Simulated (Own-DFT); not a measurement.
# Computed records: AlN (wurtzite, atoms displaced)

All values are calculated (Own-DFT development build). A calculation, not a measurement: plane-wave PBE density functional theory by an unreviewed code, no spin, of a simulated periodic cell, stress positive in tension, free energy of the whole cell less one offset for each atom, forces on such cells passed a denser k mesh, this cell's mesh not checked; offsets are fitted by least squares, one for each functional and potential file, so energies compare only between cells with the same atoms and settings and are not formation energies; the far tail of each file's local potential was reset to the Coulomb form; each entry is a single point on an unrelaxed cell, so the pressure reflects the starting lattice, mostly measured values (interpolated for alloys), from which strain is counted, and rises with the displacements; printed positions are rounded, which can move forces by about a meV/angstrom; the program, named Own-DFT, is a retired in-house code; no spin-orbit coupling.

Settings shared by all entries: functional PBE; potential files PseudoDojo norm-conserving, scalar-relativistic, standard set; wave cutoff 42 hartree; occupations Fermi-Dirac; smearing width 0.1 eV; hardware one NVIDIA H100; k mesh 2 x 2 x 2 centred on Gamma.

(1) AlN (wurtzite, atoms displaced)

```cif
# cell vector a (Å): 12.4480 0.0000 0.0000
# cell vector b (Å): -6.2240 10.7803 0.0000
# cell vector c (Å): 0.0000 0.0000 9.9640
data_AlN
_symmetry_space_group_name_H-M 'P 1'
_symmetry_Int_Tables_number 1
_cell_length_a 12.4480
_cell_length_b 12.4480
_cell_length_c 9.9640
_cell_angle_alpha 90.000
_cell_angle_beta 90.000
_cell_angle_gamma 120.000
_cell_volume 1337.10
loop_
_atom_site_label
_atom_site_type_symbol
_atom_site_fract_x
_atom_site_fract_y
_atom_site_fract_z
_atom_site_occupancy
Al1 Al 0.08278 0.16609 0.99711 1
Al2 Al 0.16574 0.08251 0.24834 1
N1 N 0.08067 0.16315 0.18751 1
N2 N 0.16766 0.08221 0.44112 1
Al3 Al 0.08134 0.16769 0.50129 1
Al4 Al 0.16683 0.08633 0.74608 1
N3 N 0.08298 0.16767 0.69121 1
N4 N 0.16780 0.08373 0.94437 1
Al5 Al 0.08362 0.41585 0.99906 1
Al6 Al 0.16613 0.33241 0.25358 1
N5 N 0.08310 0.41777 0.19068 1
N6 N 0.16412 0.33233 0.44043 1
Al7 Al 0.08263 0.41814 0.50003 1
Al8 Al 0.16247 0.33058 0.75273 1
N7 N 0.08381 0.41555 0.69271 1
N8 N 0.16347 0.33224 0.93933 1
Al9 Al 0.08074 0.66589 0.99964 1
Al10 Al 0.16699 0.58287 0.25185 1
N9 N 0.08301 0.66870 0.19235 1
N10 N 0.16870 0.58427 0.43921 1
Al11 Al 0.08107 0.66609 0.50028 1
Al12 Al 0.16586 0.58122 0.74721 1
N11 N 0.08313 0.66495 0.69006 1
N12 N 0.16644 0.58476 0.94144 1
Al13 Al 0.08350 0.91755 0.99940 1
Al14 Al 0.16660 0.83592 0.24949 1
N13 N 0.08335 0.91544 0.19007 1
N14 N 0.16683 0.83369 0.44113 1
Al15 Al 0.08171 0.91410 0.49793 1
Al16 Al 0.16629 0.83533 0.75421 1
N15 N 0.08244 0.91676 0.68946 1
N16 N 0.16707 0.83195 0.94207 1
Al17 Al 0.33372 0.16634 0.00289 1
Al18 Al 0.41711 0.08376 0.24987 1
N17 N 0.33614 0.16421 0.19106 1
N18 N 0.41322 0.08341 0.44040 1
Al19 Al 0.33219 0.16765 0.49616 1
Al20 Al 0.41771 0.08522 0.74841 1
N19 N 0.33608 0.16874 0.68973 1
N20 N 0.41564 0.08319 0.94353 1
Al21 Al 0.33258 0.41956 0.99706 1
Al22 Al 0.41348 0.32944 0.25132 1
N21 N 0.33208 0.41653 0.19153 1
N22 N 0.41581 0.33496 0.44162 1
Al23 Al 0.33408 0.41569 0.50130 1
Al24 Al 0.41719 0.33440 0.74836 1
N23 N 0.33318 0.42052 0.69548 1
N24 N 0.41847 0.33323 0.93988 1
Al25 Al 0.33531 0.66840 0.99965 1
Al26 Al 0.41859 0.58410 0.24690 1
N25 N 0.33188 0.66388 0.18463 1
N26 N 0.41882 0.58548 0.44338 1
Al27 Al 0.33478 0.66743 0.49774 1
Al28 Al 0.41764 0.58163 0.74909 1
N27 N 0.33508 0.66416 0.69178 1
N28 N 0.41705 0.58363 0.94123 1
Al29 Al 0.33568 0.91953 0.99813 1
Al30 Al 0.41717 0.83365 0.25107 1
N29 N 0.33566 0.92020 0.18984 1
N30 N 0.41615 0.83094 0.44147 1
Al31 Al 0.33440 0.91667 0.50115 1
Al32 Al 0.41414 0.83489 0.74986 1
N31 N 0.33451 0.91529 0.69112 1
N32 N 0.41341 0.83380 0.94097 1
Al33 Al 0.58402 0.16560 0.00090 1
Al34 Al 0.66641 0.08302 0.24919 1
N33 N 0.58028 0.16523 0.19077 1
N34 N 0.66817 0.08362 0.43816 1
Al35 Al 0.58464 0.16881 0.49979 1
Al36 Al 0.66663 0.08433 0.74752 1
N35 N 0.58051 0.16307 0.69405 1
N36 N 0.66645 0.08242 0.94325 1
Al37 Al 0.58439 0.41803 0.00365 1
Al38 Al 0.66885 0.33503 0.24834 1
N37 N 0.58392 0.41588 0.19071 1
N38 N 0.66706 0.33285 0.43972 1
Al39 Al 0.58541 0.41640 0.50433 1
Al40 Al 0.66770 0.33637 0.75209 1
N39 N 0.58219 0.41980 0.68967 1
N40 N 0.66602 0.33309 0.93753 1
Al41 Al 0.58387 0.66843 0.00118 1
Al42 Al 0.66800 0.58644 0.25128 1
N41 N 0.58401 0.66713 0.18830 1
N42 N 0.66744 0.58462 0.44090 1
Al43 Al 0.58080 0.66433 0.50151 1
Al44 Al 0.66574 0.58417 0.74960 1
N43 N 0.58720 0.67122 0.69122 1
N44 N 0.66765 0.58545 0.94177 1
Al45 Al 0.58570 0.91716 0.00012 1
Al46 Al 0.66572 0.83219 0.25172 1
N45 N 0.58536 0.91958 0.19004 1
N46 N 0.66418 0.83235 0.44181 1
Al47 Al 0.58239 0.91591 0.50027 1
Al48 Al 0.66536 0.83019 0.74828 1
N47 N 0.58575 0.91856 0.69419 1
N48 N 0.66720 0.83564 0.93916 1
Al49 Al 0.83155 0.16751 0.99921 1
Al50 Al 0.91484 0.08248 0.25019 1
N49 N 0.83168 0.16572 0.19461 1
N50 N 0.91715 0.08192 0.44112 1
Al51 Al 0.83231 0.16482 0.50476 1
Al52 Al 0.91628 0.08178 0.75321 1
N51 N 0.83488 0.16801 0.69188 1
N52 N 0.91688 0.08342 0.94187 1
Al53 Al 0.83285 0.41823 0.00181 1
Al54 Al 0.91630 0.33108 0.25303 1
N53 N 0.83481 0.41644 0.19091 1
N54 N 0.91547 0.33311 0.44453 1
Al55 Al 0.83397 0.41609 0.50077 1
Al56 Al 0.91535 0.33250 0.74798 1
N55 N 0.83405 0.41422 0.68901 1
N56 N 0.91696 0.33205 0.93985 1
Al57 Al 0.83369 0.66393 0.99829 1
Al58 Al 0.91886 0.58420 0.25114 1
N57 N 0.83259 0.66427 0.19359 1
N58 N 0.91785 0.58393 0.44005 1
Al59 Al 0.83198 0.66665 0.49687 1
Al60 Al 0.91886 0.58277 0.75037 1
N59 N 0.83388 0.66866 0.69079 1
N60 N 0.91338 0.58285 0.94351 1
Al61 Al 0.83680 0.91881 0.00018 1
Al62 Al 0.91714 0.83269 0.25230 1
N61 N 0.83458 0.91717 0.19164 1
N62 N 0.91686 0.83415 0.44194 1
Al63 Al 0.83281 0.91671 0.49907 1
Al64 Al 0.91377 0.83167 0.74874 1
N63 N 0.83585 0.91861 0.68792 1
N64 N 0.91840 0.83520 0.94234 1
```

Results for AlN (wurtzite, atoms displaced): free energy of cell above offsets -62.429 eV; pressure 3.76 GPa; stress xx -3.64 GPa; stress yy -3.89 GPa; stress zz -3.74 GPa; stress yz -0.06 GPa; stress xz -0.1 GPa; stress xy 0.36 GPa; wall time 370.8 s.

Force:
| element | x (eV/Å) | y (eV/Å) | z (eV/Å) |
| --- | --- | --- | --- |
| Al | 0.128 | 0.088 | 0.509 |
| Al | 0.151 | -0.029 | 0.098 |
| N | 0.083 | 0.693 | 0.523 |
| N | -0.885 | 0.23 | -0.168 |
| Al | 0.612 | -0.469 | -0.305 |
| Al | 0.643 | -0.585 | 0.607 |
| N | -0.132 | -0.161 | 0.017 |
| N | -0.126 | 0.129 | -0.911 |
| Al | -0.48 | 0.487 | 0.222 |
| Al | -0.256 | -0.127 | -0.97 |
| N | 0.143 | -0.519 | 0.267 |
| N | 0.374 | 0.302 | 0.55 |
| Al | 0.294 | -0.141 | 0.192 |
| Al | 0.512 | 0.724 | -0.41 |
| N | -0.487 | -0.051 | -0.561 |
| N | 0.621 | 0.062 | 0.366 |
| Al | 0.633 | 0.097 | 0.399 |
| Al | -0.242 | 0.266 | -0.82 |
| N | 0.435 | -0.195 | -0.189 |
| N | -0.383 | -0.062 | 0.52 |
| Al | 0.661 | 0.392 | -0.187 |
| Al | 0.425 | 0.452 | 0.678 |
| N | -0.078 | 0.423 | 0.212 |
| N | 0.045 | -0.396 | -0.31 |
| Al | 0.322 | -0.186 | 0.081 |
| Al | 0.756 | -0.255 | 0.036 |
| N | -0.409 | 0.268 | 0.116 |
| N | 0.171 | -0.223 | -0.04 |
| Al | 0.251 | 0.544 | 0.428 |
| Al | 0.223 | -0.341 | -0.735 |
| N | 0.063 | 0.125 | 0.277 |
| N | -0.428 | 0.366 | 0.021 |
| Al | 0.055 | 0.312 | -0.502 |
| Al | 0.229 | -0.341 | 0.273 |
| N | -1.279 | 0.449 | 0.249 |
| N | 1.012 | 0.09 | 0.228 |
| Al | 0.222 | -0.146 | 0.597 |
| Al | -0.394 | -0.586 | 0.626 |
| N | -0.528 | -0.094 | -0.238 |
| N | 0.277 | 0.401 | -0.796 |
| Al | 0.465 | -0.882 | 0.341 |
| Al | 0.325 | 0.746 | -0.412 |
| N | 0.259 | -0.227 | -0.171 |
| N | 0.635 | -0.144 | 0.022 |
| Al | -0.826 | 0.494 | 0.151 |
| Al | -0.326 | -0.094 | 0.529 |
| N | 0.278 | -1.428 | -0.768 |
| N | -0.495 | 0.214 | 0.235 |
| Al | -0.626 | -0.159 | -0.711 |
| Al | -0.394 | -0.254 | 0.443 |
| N | 0.229 | 0.647 | 1.449 |
| N | -0.235 | -0.767 | -0.774 |
| Al | -0.074 | -0.416 | 0.829 |
| Al | -0.194 | 1.057 | 0.437 |
| N | -0.602 | 0.602 | -0.35 |
| N | 0.172 | 0.356 | -0.178 |
| Al | -0.331 | -0.523 | 0.568 |
| Al | -0.197 | -0.07 | -0.688 |
| N | -0.029 | -0.796 | 0.25 |
| N | -0.145 | 0.647 | -0.193 |
| Al | -0.423 | -0.001 | -0.253 |
| Al | 1.259 | -0.759 | 0.306 |
| N | -1.017 | 0.595 | -0.086 |
| N | 1.064 | 0.173 | -0.077 |
| Al | -0.461 | 0.098 | -0.176 |
| Al | -0.302 | 0.262 | 0.035 |
| N | 0.807 | 0.637 | 0.098 |
| N | -0.453 | -0.103 | 0.777 |
| Al | -0.226 | -0.774 | -0.023 |
| Al | 0.321 | -0.244 | 0.815 |
| N | 0.318 | 1.331 | -0.762 |
| N | -0.064 | 0.294 | -0.582 |
| Al | -0.222 | -0.158 | -0.633 |
| Al | -0.225 | -0.464 | 0.114 |
| N | -0.394 | 0.314 | 0.546 |
| N | -0.048 | 0.35 | 0.297 |
| Al | -0.446 | 0.171 | -1.188 |
| Al | -0.07 | -0.589 | -0.594 |
| N | 0.705 | -0.327 | 0.385 |
| N | 0.145 | 0.204 | 0.929 |
| Al | 0.14 | 0.082 | -0.587 |
| Al | 0.048 | -0.837 | -0.256 |
| N | -0.021 | 0.117 | 0.561 |
| N | -0.293 | -0.428 | 0.151 |
| Al | 0.498 | 0.652 | -0.06 |
| Al | 0.378 | 0.381 | 0.318 |
| N | -0.279 | -1.484 | -0.215 |
| N | -0.056 | -0.315 | -0.188 |
| Al | -0.789 | -0.189 | -0.23 |
| Al | 0.086 | 0.493 | -0.3 |
| N | -0.009 | -0.899 | 0.244 |
| N | 0.401 | -0.104 | -0.047 |
| Al | 0.084 | 0.289 | 0.311 |
| Al | 0.076 | 1.574 | 0.386 |
| N | -0.438 | -0.422 | -0.658 |
| N | 0.593 | -0.378 | 0.217 |
| Al | 0.477 | -0.128 | 0.451 |
| Al | 0.27 | 0.067 | 0.018 |
| N | 0.235 | 0.212 | -0.709 |
| N | -0.482 | 0.327 | 0.04 |
| Al | 0.222 | 0.099 | -0.831 |
| Al | -0.196 | 0.134 | -0.396 |
| N | -0.083 | -0.537 | 0.193 |
| N | -0.278 | 0.15 | -0.111 |
| Al | 0.451 | -0.733 | -0.276 |
| Al | -0.001 | 0.339 | -0.234 |
| N | -0.037 | 0.039 | 0.191 |
| N | 0.345 | -0.211 | -0.268 |
| Al | -0.295 | 0.244 | -0.325 |
| Al | 0.544 | 0.136 | 0.535 |
| N | -0.736 | 0.603 | 0.374 |
| N | -0.543 | 0.429 | 0.032 |
| Al | -0.936 | 1.089 | 0.704 |
| Al | -0.187 | -0.221 | -0.178 |
| N | 0.067 | 0.461 | -0.388 |
| N | -0.419 | -0.369 | 0.333 |
| Al | 0.436 | 0.142 | 0.522 |
| Al | -0.647 | 0.034 | -0.13 |
| N | 0.245 | -0.925 | -0.159 |
| N | 0.912 | -0.23 | -0.783 |
| Al | -0.539 | -0.504 | 0.19 |
| Al | -0.077 | 0.017 | -0.51 |
| N | -0.244 | -0.434 | 0.08 |
| N | -0.156 | -0.318 | -0.253 |
| Al | -0.058 | -0.11 | 0 |
| Al | 0.492 | 0.661 | 0.273 |
| N | -0.497 | -0.388 | 0.47 |
| N | -0.099 | -0.612 | -0.39 |

(2) AlN (wurtzite, atoms displaced)

```cif
# cell vector a (Å): 12.4480 0.0000 0.0000
# cell vector b (Å): -6.2240 10.7803 0.0000
# cell vector c (Å): 0.0000 0.0000 9.9640
data_AlN
_symmetry_space_group_name_H-M 'P 1'
_symmetry_Int_Tables_number 1
_cell_length_a 12.4480
_cell_length_b 12.4480
_cell_length_c 9.9640
_cell_angle_alpha 90.000
_cell_angle_beta 90.000
_cell_angle_gamma 120.000
_cell_volume 1337.10
loop_
_atom_site_label
_atom_site_type_symbol
_atom_site_fract_x
_atom_site_fract_y
_atom_site_fract_z
_atom_site_occupancy
Al1 Al 0.08765 0.16986 0.99947 1
Al2 Al 0.16558 0.08496 0.24996 1
N1 N 0.08381 0.16605 0.19056 1
N2 N 0.16655 0.08320 0.44008 1
Al3 Al 0.08314 0.16901 0.49777 1
Al4 Al 0.16687 0.08484 0.74980 1
N3 N 0.08125 0.16762 0.68934 1
N4 N 0.16440 0.08334 0.94096 1
Al5 Al 0.08567 0.41820 0.00005 1
Al6 Al 0.16899 0.33541 0.25164 1
N5 N 0.08106 0.41558 0.19345 1
N6 N 0.16656 0.33028 0.43708 1
Al7 Al 0.08528 0.41695 0.49718 1
Al8 Al 0.16738 0.33199 0.75206 1
N7 N 0.08187 0.41499 0.69036 1
N8 N 0.16654 0.33358 0.93952 1
Al9 Al 0.08555 0.66757 0.00018 1
Al10 Al 0.16611 0.58126 0.24926 1
N9 N 0.08452 0.66601 0.19161 1
N10 N 0.16322 0.58043 0.43965 1
Al11 Al 0.08272 0.66415 0.50191 1
Al12 Al 0.16650 0.58676 0.74880 1
N11 N 0.08231 0.66479 0.68961 1
N12 N 0.16658 0.58327 0.94164 1
Al13 Al 0.08634 0.91711 0.99935 1
Al14 Al 0.16767 0.83517 0.24987 1
N13 N 0.08162 0.91276 0.19367 1
N14 N 0.16746 0.83554 0.43805 1
Al15 Al 0.08523 0.91688 0.49865 1
Al16 Al 0.16698 0.83195 0.75041 1
N15 N 0.08865 0.91779 0.68909 1
N16 N 0.16411 0.83326 0.94108 1
Al17 Al 0.33292 0.16731 0.00361 1
Al18 Al 0.41689 0.08415 0.24941 1
N17 N 0.33522 0.16667 0.19110 1
N18 N 0.41339 0.08016 0.44296 1
Al19 Al 0.33483 0.16879 0.49950 1
Al20 Al 0.41843 0.08161 0.75020 1
N19 N 0.33225 0.16555 0.69105 1
N20 N 0.41660 0.08069 0.94274 1
Al21 Al 0.33191 0.41600 0.00150 1
Al22 Al 0.41283 0.32997 0.25163 1
N21 N 0.33411 0.41903 0.18966 1
N22 N 0.41433 0.33054 0.44096 1
Al23 Al 0.33689 0.41932 0.49656 1
Al24 Al 0.41720 0.33113 0.74724 1
N23 N 0.33352 0.41580 0.69141 1
N24 N 0.41995 0.33322 0.94223 1
Al25 Al 0.33563 0.66704 0.00399 1
Al26 Al 0.41507 0.58272 0.25034 1
N25 N 0.33145 0.66188 0.19584 1
N26 N 0.41602 0.58389 0.44059 1
Al27 Al 0.33389 0.66573 0.50253 1
Al28 Al 0.41611 0.58421 0.74601 1
N27 N 0.33105 0.66416 0.69258 1
N28 N 0.42028 0.58349 0.94031 1
Al29 Al 0.33241 0.91549 0.99812 1
Al30 Al 0.41091 0.83100 0.24889 1
N29 N 0.33377 0.91732 0.18894 1
N30 N 0.41687 0.83242 0.43919 1
Al31 Al 0.33249 0.91321 0.49893 1
Al32 Al 0.41679 0.83175 0.75149 1
N31 N 0.33041 0.91342 0.68863 1
N32 N 0.41601 0.83273 0.93712 1
Al33 Al 0.58435 0.16526 0.99656 1
Al34 Al 0.66899 0.08573 0.25202 1
N33 N 0.58585 0.16853 0.19031 1
N34 N 0.66794 0.08500 0.43872 1
Al35 Al 0.58371 0.16660 0.50036 1
Al36 Al 0.66522 0.08101 0.74767 1
N35 N 0.58177 0.16744 0.68268 1
N36 N 0.66560 0.08438 0.94081 1
Al37 Al 0.58687 0.41834 0.99879 1
Al38 Al 0.66801 0.33368 0.25186 1
N37 N 0.57788 0.41300 0.19308 1
N38 N 0.66736 0.33343 0.44142 1
Al39 Al 0.58311 0.41826 0.49796 1
Al40 Al 0.66324 0.33192 0.75007 1
N39 N 0.58279 0.41870 0.69140 1
N40 N 0.66704 0.33487 0.93965 1
Al41 Al 0.58394 0.66794 0.00010 1
Al42 Al 0.66689 0.58291 0.25081 1
N41 N 0.58348 0.66715 0.19416 1
N42 N 0.66471 0.58183 0.44157 1
Al43 Al 0.58272 0.66691 0.49924 1
Al44 Al 0.66112 0.58369 0.75125 1
N43 N 0.58761 0.66627 0.68832 1
N44 N 0.66492 0.58196 0.94327 1
Al45 Al 0.58505 0.91841 0.00214 1
Al46 Al 0.66556 0.83391 0.24799 1
N45 N 0.58500 0.91604 0.19114 1
N46 N 0.66338 0.83056 0.43879 1
Al47 Al 0.58257 0.91832 0.49917 1
Al48 Al 0.66429 0.83051 0.75092 1
N47 N 0.58014 0.91388 0.69020 1
N48 N 0.66826 0.83308 0.93784 1
Al49 Al 0.83035 0.16448 0.99883 1
Al50 Al 0.91594 0.08191 0.25040 1
N49 N 0.83418 0.16967 0.18946 1
N50 N 0.91716 0.08378 0.44042 1
Al51 Al 0.83323 0.16554 0.50335 1
Al52 Al 0.91512 0.08134 0.74995 1
N51 N 0.83162 0.16303 0.68963 1
N52 N 0.91743 0.08354 0.93874 1
Al53 Al 0.83219 0.41368 0.00467 1
Al54 Al 0.91380 0.33078 0.24806 1
N53 N 0.83213 0.41711 0.18877 1
N54 N 0.91717 0.33378 0.44057 1
Al55 Al 0.83429 0.41520 0.49741 1
Al56 Al 0.91965 0.33358 0.75167 1
N55 N 0.83221 0.41594 0.69158 1
N56 N 0.91739 0.33315 0.94220 1
Al57 Al 0.83124 0.66408 0.00052 1
Al58 Al 0.91810 0.58380 0.24730 1
N57 N 0.83367 0.66564 0.18863 1
N58 N 0.91744 0.58677 0.44235 1
Al59 Al 0.83542 0.66906 0.49730 1
Al60 Al 0.91809 0.58382 0.74954 1
N59 N 0.83398 0.66663 0.69337 1
N60 N 0.91753 0.58317 0.94027 1
Al61 Al 0.83349 0.91583 0.99769 1
Al62 Al 0.91851 0.83513 0.24945 1
N61 N 0.83301 0.91511 0.19153 1
N62 N 0.91675 0.83155 0.44209 1
Al63 Al 0.83440 0.91564 0.49926 1
Al64 Al 0.91893 0.83639 0.75015 1
N63 N 0.83391 0.91677 0.69053 1
N64 N 0.91883 0.83354 0.94090 1
```

Further results for AlN (wurtzite, atoms displaced) (entry 2):

- free energy of cell above offsets: -62.278 eV
- pressure: 3.76 GPa
- stress xx: -3.64 GPa
- stress yy: -3.63 GPa
- stress zz: -4.01 GPa
- stress yz: 0.22 GPa
- stress xz: 0.07 GPa
- stress xy: 0.48 GPa
- wall time: 390.3 s

Force:
| element | x (eV/Å) | y (eV/Å) | z (eV/Å) |
| --- | --- | --- | --- |
| Al | -0.993 | -0.683 | 0.16 |
| Al | 0.613 | -0.705 | 0.141 |
| N | -0.298 | 0.476 | -0.123 |
| N | -0.161 | 0.322 | 0.053 |
| Al | 0.469 | -0.764 | 0.354 |
| Al | -0.03 | -0.251 | -0.275 |
| N | 0.44 | -0.216 | 0.118 |
| N | 0.823 | 0.149 | 0.071 |
| Al | -0.537 | -0.369 | 0.23 |
| Al | -0.493 | -0.469 | -0.671 |
| N | 0.477 | -0.061 | -0.514 |
| N | 0.102 | 1.127 | 0.595 |
| Al | -0.272 | -0.558 | 0.416 |
| Al | -0.363 | 0.363 | -0.732 |
| N | 0.658 | 0.551 | -0.063 |
| N | 0.243 | 0.254 | 0.445 |
| Al | -0.674 | -0.373 | 0.17 |
| Al | -0.558 | -0.028 | 0.294 |
| N | 0.132 | 0.32 | -0.209 |
| N | 0.786 | 0.67 | 0.282 |
| Al | -0.321 | 0.673 | -0.745 |
| Al | 0.278 | -1.28 | 0.396 |
| N | 0.127 | 0.593 | 0.227 |
| N | 0.524 | 0.383 | -0.11 |
| Al | -1.064 | -0.059 | 0.433 |
| Al | 0.107 | -0.599 | 0.051 |
| N | 0.131 | 1.196 | -0.699 |
| N | 0.416 | -0.904 | 0.428 |
| Al | -0.159 | 0.142 | 0.134 |
| Al | -0.329 | 0.064 | -0.182 |
| N | -0.842 | 0.004 | 0.275 |
| N | 1.041 | -0.109 | -0.186 |
| Al | 0.383 | -0.019 | -0.857 |
| Al | 0.548 | -0.078 | 0.328 |
| N | -0.806 | -0.371 | 0.168 |
| N | 0.525 | 0.483 | -0.51 |
| Al | -0.235 | -1.128 | 0.328 |
| Al | -0.837 | -0.108 | -0.287 |
| N | 0.424 | 0.003 | 0.002 |
| N | -0.241 | 0.411 | -0.44 |
| Al | 0.912 | 0.196 | -0.664 |
| Al | 0.316 | 0.64 | -0.385 |
| N | -0.035 | -0.604 | 0.41 |
| N | 0.18 | 0.795 | -0.098 |
| Al | -0.569 | -0.809 | 0.722 |
| Al | -0.314 | 0.28 | 0.705 |
| N | -0.014 | 0.183 | -0.451 |
| N | -0.774 | -0.124 | -0.254 |
| Al | -0.095 | -0.34 | -0.617 |
| Al | 0.901 | 0.198 | 0.115 |
| N | -0.315 | 0.915 | -0.857 |
| N | 0.138 | -0.093 | 0.185 |
| Al | -0.656 | 0.055 | -0.526 |
| Al | 0.643 | -0.521 | 0.686 |
| N | 0.199 | 0.554 | -0.401 |
| N | -0.868 | 0.064 | -0.099 |
| Al | -0.019 | -0.066 | 0.083 |
| Al | 1.098 | 0.258 | 0.172 |
| N | -0.117 | -0.093 | -0.083 |
| N | -0.163 | -0.218 | 0.14 |
| Al | -0.397 | 0.394 | 0.053 |
| Al | -0.591 | -0.007 | -0.609 |
| N | 0.773 | 0.166 | 0.505 |
| N | 0.348 | -0.035 | 1.169 |
| Al | -0.79 | 0.717 | 0.848 |
| Al | -0.236 | -0.333 | -0.586 |
| N | -0.16 | -0.402 | -0.077 |
| N | 0.01 | -0.272 | 0.646 |
| Al | -0.426 | 0 | -1.158 |
| Al | -0.172 | 0.379 | 0.011 |
| N | 0.491 | -0.443 | 1.882 |
| N | 0.422 | -0.571 | -0.627 |
| Al | -0.715 | -0.546 | 0.709 |
| Al | -0.723 | 0.014 | -0.239 |
| N | 0.795 | 0.56 | -0.143 |
| N | -0.203 | -0.002 | -0.069 |
| Al | 0.382 | -0.432 | 0.366 |
| Al | 0.606 | 0.702 | -0.393 |
| N | 0.08 | -0.411 | -0.363 |
| N | 0.338 | -0.695 | 0.1 |
| Al | 0.284 | -0.322 | 0.54 |
| Al | -0.129 | -0.263 | -0.184 |
| N | -0.176 | -0.122 | -0.595 |
| N | 0.199 | 0.555 | -0.235 |
| Al | 0.376 | -0.03 | -0.303 |
| Al | 2.2 | -0.288 | 0.18 |
| N | -1.973 | 0.402 | 0.024 |
| N | -0.037 | 0.548 | -0.323 |
| Al | -0.14 | -0.401 | -0.397 |
| Al | 0.514 | -0.374 | 0.523 |
| N | -1.029 | 0.318 | -0.11 |
| N | 0.275 | 0.845 | 0.386 |
| Al | 0.441 | -0.374 | -0.286 |
| Al | 0.484 | 0.521 | -0.671 |
| N | 0.354 | 0.219 | -0.018 |
| N | -0.565 | 0.164 | 0.587 |
| Al | 0.785 | 0.524 | -0.02 |
| Al | -0.098 | 0.34 | -0.285 |
| N | 0.235 | -1.129 | -0.056 |
| N | -0.192 | -0.256 | -0.034 |
| Al | 0.042 | 0.366 | -0.708 |
| Al | 0.169 | 0.239 | -0.093 |
| N | -0.227 | 0.419 | 0.584 |
| N | -0.116 | 0.041 | 0.525 |
| Al | 0.061 | 0.698 | -1.468 |
| Al | 0.194 | 0.756 | 0.443 |
| N | 0.281 | -0.094 | 0.905 |
| N | 0.215 | -0.473 | -0.22 |
| Al | -0.386 | 0.63 | 0.786 |
| Al | -0.984 | -0.196 | -0.242 |
| N | 0.291 | -0.27 | -0.209 |
| N | 0.07 | -0.208 | 0.062 |
| Al | 0.472 | 0.466 | -0.59 |
| Al | -0.121 | 0.141 | 0.494 |
| N | -0.244 | 0.163 | 0.566 |
| N | 0.392 | -0.852 | -0.646 |
| Al | -0.454 | -0.788 | 1.076 |
| Al | -0.745 | -0.505 | 0.163 |
| N | -0.468 | 0.223 | -0.346 |
| N | 0.127 | -0.234 | 0.423 |
| Al | 0.514 | 0.244 | 0.24 |
| Al | -0.257 | -0.814 | 0.12 |
| N | -0.204 | 0.317 | -0.322 |
| N | -0.08 | 0.781 | -0.471 |
| Al | -0.49 | -0.068 | -0.023 |
| Al | 0.422 | -0.703 | -0.133 |
| N | -0.348 | -0.231 | -0.072 |
| N | -0.244 | -0.031 | 0.13 |
